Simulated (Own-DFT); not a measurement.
# Computed records: Ti$_{12}$O$_{23}$ (rutile with two vacancies, atoms displaced)

All values are calculated (Own-DFT development build). A calculation, not a measurement: plane-wave PBE density functional theory by an unreviewed code, no spin, of a simulated periodic cell, stress positive in tension, free energy of the whole cell less one offset for each atom, defect cell not probed for a lower state with spin; oxygen file: force components 24 meV/angstrom off all-electron in one glass; k mesh not checked against a denser one; offsets are fitted by least squares, one for each functional and potential file, so energies compare only between cells with the same atoms and settings and are not formation energies; the far tail of each file's local potential was reset to the Coulomb form; each entry is a single point on an unrelaxed cell, so the pressure reflects the starting lattice, mostly measured values (interpolated for alloys), from which strain is counted, and rises with the displacements; printed positions are rounded, which can move forces by about a meV/angstrom; the program, named Own-DFT, is a retired in-house code; no spin-orbit coupling; before rounding, a Quantum ESPRESSO 7.3.1 run of the same cell and cutoff gave forces within 1 meV/angstrom rms on each cell, which checks the program and not the settings.

```cif
# cell vector a (Å): 9.1874 0.0000 0.0000
# cell vector b (Å): 0.0000 9.1874 0.0000
# cell vector c (Å): 0.0000 0.0000 8.8761
data_Ti12O23
_symmetry_space_group_name_H-M 'P 1'
_symmetry_Int_Tables_number 1
_cell_length_a 9.1874
_cell_length_b 9.1874
_cell_length_c 8.8761
_cell_angle_alpha 90.000
_cell_angle_beta 90.000
_cell_angle_gamma 90.000
_cell_volume 749.22
loop_
_atom_site_label
_atom_site_type_symbol
_atom_site_fract_x
_atom_site_fract_y
_atom_site_fract_z
_atom_site_occupancy
Ti1 Ti 0.99963 0.00188 0.01291 1
Ti2 Ti 0.24962 0.25050 0.17512 1
O1 O 0.14535 0.16178 0.99672 1
O2 O 0.35208 0.34240 0.99572 1
O3 O 0.39243 0.07640 0.15048 1
O4 O 0.08718 0.40437 0.17046 1
Ti3 Ti 0.99533 0.00909 0.33129 1
Ti4 Ti 0.24653 0.24722 0.49117 1
O5 O 0.14944 0.14956 0.34484 1
O6 O 0.33129 0.35347 0.33359 1
O7 O 0.39884 0.09040 0.49589 1
Ti5 Ti 0.99266 0.01021 0.66788 1
Ti6 Ti 0.26513 0.26024 0.82284 1
O8 O 0.15891 0.15516 0.67103 1
O9 O 0.40471 0.08652 0.83653 1
O10 O 0.08483 0.42000 0.83076 1
Ti7 Ti 0.99578 0.50494 0.99224 1
Ti8 Ti 0.26079 0.75167 0.18356 1
O11 O 0.13633 0.64100 0.00635 1
O12 O 0.33929 0.82815 0.00122 1
O13 O 0.39834 0.59385 0.16764 1
O14 O 0.09500 0.89281 0.17940 1
Ti9 Ti 0.99677 0.51956 0.33811 1
Ti10 Ti 0.25212 0.74843 0.51748 1
O15 O 0.15908 0.65607 0.32847 1
O16 O 0.34725 0.86279 0.31447 1
O17 O 0.39389 0.60153 0.51854 1
O18 O 0.10385 0.92686 0.50177 1
Ti11 Ti 0.00276 0.50374 0.66159 1
Ti12 Ti 0.24444 0.73201 0.85123 1
O19 O 0.15466 0.65464 0.67193 1
O20 O 0.35543 0.85304 0.66054 1
O21 O 0.40782 0.60180 0.82967 1
O22 O 0.08465 0.90722 0.83396 1
Ti13 Ti 0.50029 0.98598 0.99060 1
Ti14 Ti 0.73633 0.25409 0.15444 1
O23 O 0.64768 0.15842 0.98805 1
O24 O 0.84274 0.34029 0.00444 1
O25 O 0.91061 0.10431 0.16310 1
O26 O 0.58052 0.40612 0.15198 1
Ti15 Ti 0.50600 0.00168 0.31202 1
Ti16 Ti 0.74847 0.26693 0.50096 1
O27 O 0.65302 0.15473 0.32458 1
O28 O 0.83742 0.36073 0.33966 1
O29 O 0.89176 0.09682 0.49977 1
O30 O 0.59242 0.41559 0.50805 1
Ti17 Ti 0.49965 0.01490 0.67344 1
Ti18 Ti 0.74615 0.25912 0.82134 1
O31 O 0.64592 0.16044 0.68016 1
O32 O 0.84908 0.35824 0.66702 1
O33 O 0.89394 0.09655 0.84048 1
O34 O 0.59516 0.40881 0.82941 1
Ti19 Ti 0.50197 0.50371 0.02737 1
Ti20 Ti 0.74800 0.75014 0.16165 1
O35 O 0.65187 0.64310 0.98975 1
O36 O 0.84014 0.85917 0.00240 1
O37 O 0.91000 0.59029 0.17151 1
O38 O 0.58796 0.91400 0.17617 1
Ti21 Ti 0.51402 0.48971 0.33515 1
Ti22 Ti 0.74751 0.73866 0.51407 1
O39 O 0.67111 0.64892 0.35548 1
O40 O 0.83840 0.84909 0.32557 1
O41 O 0.91583 0.61408 0.48153 1
O42 O 0.60521 0.91346 0.51553 1
Ti23 Ti 0.48305 0.49080 0.67063 1
Ti24 Ti 0.74196 0.76121 0.82759 1
O43 O 0.64264 0.65318 0.68936 1
O44 O 0.83755 0.84963 0.65198 1
O45 O 0.90244 0.60801 0.83567 1
O46 O 0.60902 0.90206 0.82783 1
_calc_functional 'PBE'
_calc_potential_files 'PseudoDojo norm-conserving, scalar-relativistic, standard set'
_calc_wave_cutoff 72  # hartree
_calc_occupations 'Fermi-Dirac'
_calc_smearing_width 0.1  # eV
_calc_k_mesh '3 x 3 x 3 centred on Gamma'
_calc_free_energy_of_cell_above_offsets '-6.033'  # eV
_calc_pressure 10.22  # GPa
_calc_stress_xx -8.87  # GPa
_calc_stress_yy -8.92  # GPa
_calc_stress_zz -12.86  # GPa
_calc_stress_yz -1.64  # GPa
_calc_stress_xz 0.27  # GPa
_calc_stress_xy 1.06  # GPa
```

Force:
```tsv
element	x (eV/Å)	y (eV/Å)	z (eV/Å)
Ti	1.404	-0.188	-2.39
Ti	-2.209	-0.045	-3.818
O	0.669	0.091	0.166
O	-0.207	0.259	0.447
O	-0.586	2.275	0.129
O	1.729	-1.594	0.257
Ti	-0.757	-2.362	1.222
Ti	1.335	-2.665	1.36
O	0.218	1.328	-0.911
O	1.671	0.974	0.649
O	-0.791	2.374	0.581
Ti	0.568	-0.925	0.971
Ti	-1.702	-0.901	2.148
O	0.065	1.384	-0.212
O	-1.591	1.622	1.325
O	2.29	-2.356	-1.434
Ti	-1.039	-0.98	1.329
Ti	-1.898	0.457	-0.7
O	2.262	1.777	-0.489
O	1.785	1.739	-0.481
O	0.269	0.348	1.831
O	-0.57	1.163	-0.767
Ti	1.815	-2.077	-4.684
Ti	0.142	2.214	-0.03
O	-0.463	-1.055	1.729
O	0.429	-0.811	2.175
O	0.567	-0.785	-1.841
O	-0.238	-1.56	0.046
Ti	-0.295	0.707	2.64
Ti	-0.427	0.624	-0.537
O	-0.942	-0.491	-0.763
O	-1.038	-0.772	0.347
O	-1.905	-0.068	0.303
O	0.908	-0.897	-0.141
Ti	-0.511	0.844	0.31
Ti	1.76	-1.496	-0.363
O	-0.802	-0.829	1.441
O	0.114	1.104	-0.084
O	-1.386	1.019	1.028
O	4.574	-5.066	6.09
Ti	-1.991	2.593	6.432
Ti	1.051	-1.61	-1.843
O	-0.343	0.901	0.557
O	-0.254	-0.266	0.356
O	-0.657	1.397	0.052
O	0.626	-1.642	-0.279
Ti	0.133	-1.961	-4.708
Ti	0.488	-0.131	2.573
O	0.139	0.492	-1.658
O	0.274	0.123	-1.228
O	-0.105	0.695	-0.817
O	-0.105	-0.98	-0.05
Ti	-3.353	3.83	-9.74
Ti	1.994	0.573	0.955
O	0.316	1.012	1.646
O	-0.803	-1.216	1.293
O	-2.639	2.215	-0.257
O	4.132	-4.596	-4.582
Ti	-1.234	2.213	1.641
Ti	-1.535	2.61	0.267
O	-3.306	-2.412	-3.652
O	0.232	0.27	-0.453
O	-0.528	0.327	3.828
O	-0.261	-0.715	-1.158
Ti	0.269	1.358	2.17
Ti	2.075	-1.635	0.275
O	0.657	-0.276	-2.112
O	1.801	0.735	1.836
O	-0.274	0.005	-1.021
O	-2.018	1.714	0.796
```
